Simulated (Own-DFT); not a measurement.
# Strain and stress in wurtzite GaN, 72 atoms (Ga36N36)

These are calculations, not measurements. The program, named Own-DFT, is a retired in-house plane-wave density functional code that no person has reviewed. Each row is one single-point run on a periodic cell that was not relaxed, without spin or spin-orbit coupling.

Settings of every run: PBE; PseudoDojo norm-conserving scalar-relativistic files (stringent for Ga); cutoff 96 hartree; 4 x 4 x 3 k mesh centred on Gamma; Gaussian smearing of 0.01 eV.

Known limits: forces not confirmed at this smearing and k mesh; stress not checked against mesh or cutoff.

Unstrained cell vectors in Å: (9.567, 0.000, 0.000); (-4.784, 8.285, 0.000); (0.000, 0.000, 10.370). The unstrained cell has measured lattice constants (interpolated for alloys), not those of this functional. That, the random moves and any unrelaxed bonds set the pressure at no strain. Each run strains this cell uniformly, with the atoms carried along. Every atom was also moved at random, by a Gaussian of width 0.05 Å on each axis. Strain is the symmetric tensor, in per cent. Stress is positive in tension, and the pressure is minus a third of its trace.

```
run,e_xx (%),e_yy (%),e_zz (%),e_yz (%),e_xz (%),e_xy (%),s_xx (GPa),s_yy (GPa),s_zz (GPa),s_yz (GPa),s_xz (GPa),s_xy (GPa),P (GPa),E (meV/atom)
1,-1.12,1.91,0.48,0.20,0.09,1.39,-7.82,-0.66,-6.31,0.63,1.38,4.76,4.93,17.3
2,-0.27,0.85,-0.28,-0.31,-1.92,-1.20,-5.90,-4.17,-8.20,-0.76,-4.51,-3.88,6.09,0.0
3,-1.74,0.14,1.46,-1.09,-0.76,0.65,-14.11,-7.21,-2.57,-1.85,-1.32,1.50,7.96,30.1
4,-0.95,-1.93,0.76,0.07,1.01,1.81,-12.13,-18.02,-5.90,-0.32,1.27,4.87,12.02,42.7
5,1.68,1.78,-1.77,1.81,-0.24,-0.20,-0.51,0.35,-10.51,3.23,-0.21,-0.84,3.56,5.1
6,-1.03,-1.88,0.80,-0.74,1.95,1.91,-13.83,-14.75,-6.71,-1.06,5.04,5.93,11.76,33.6
7,-0.04,-1.75,-1.72,-1.58,1.55,-1.12,-11.04,-16.95,-16.10,-3.34,3.32,-3.36,14.70,39.1
8,-1.19,-1.07,-1.35,-0.08,-0.58,0.76,-14.87,-15.27,-15.11,0.53,-1.25,2.88,15.08,36.6
9,0.54,-0.49,0.14,0.27,-0.47,-1.39,-4.64,-9.18,-7.28,0.46,-0.85,-3.18,7.03,23.0
10,-0.47,-0.92,-1.85,0.68,1.29,0.04,-12.31,-12.68,-18.82,1.33,2.94,-0.73,14.61,50.0
11,-0.26,0.49,0.75,1.01,1.36,1.53,-7.70,-4.73,-3.63,1.02,2.78,5.88,5.35,11.4
12,-1.34,-0.74,1.78,0.79,-1.89,-1.44,-13.30,-10.95,-2.56,1.64,-3.19,-5.89,8.94,43.9
13,1.60,-0.23,0.37,1.86,-1.81,0.81,-1.03,-6.30,-4.82,3.62,-3.20,1.22,4.05,13.1
14,1.45,-0.46,-0.13,-0.19,0.55,0.12,-1.80,-5.58,-8.44,-0.16,1.20,0.87,5.27,2.8
15,-1.74,-0.30,0.33,0.55,1.12,-1.36,?,?,?,?,?,?,?,?
```

E is the free energy for each atom above the lowest run shown.

## Worked fit

Each stress component was fitted by least squares to a constant and the strains of the runs shown, as fractions, with shears doubled. Shear strains stay in the fit of a normal stress only where such slopes are resolved. The slopes, in GPa:

| stress | at no strain | per e_xx | per e_yy | per e_zz | scatter |
|---|---|---|---|---|---|
| s_xx | -7.3 | 409 ± 27 | 137 ± 23 | 77 ± 25 | 0.99 |
| s_yy | -7.3 | 144 ± 30 | 425 ± 25 | 96 ± 27 | 1.07 |
| s_zz | -7.7 | 103 ± 31 | 85 ± 26 | 430 ± 28 | 1.11 |

Each shear stress against twice its own strain: yz 88 ± 8, xz 109 ± 11, xy 153 ± 14 GPa. These are stiffnesses along x, y and z of the frame in which the cell vectors are given, which need not be the crystal's axes. The atoms are held to the strained lattice; where symmetry lets them move under strain, relaxing them would lower some slopes. The table should be nearly symmetric about its diagonal, and what it lacks of that shows the noise. A ninth of its sum, 212 ± 5 GPa, estimates the bulk modulus near the mean pressure of these runs, 8.7 GPa, so it lies above the value at zero pressure.

## Withheld run

Question: what normal stresses and pressure should run 15 give?

The fit gives s_xx = -14.6, s_yy = -10.8, s_zz = -8.3 and P = 11.2 GPa. The calculation gave -14.18, -11.47, -6.12 and P = 10.59 GPa.
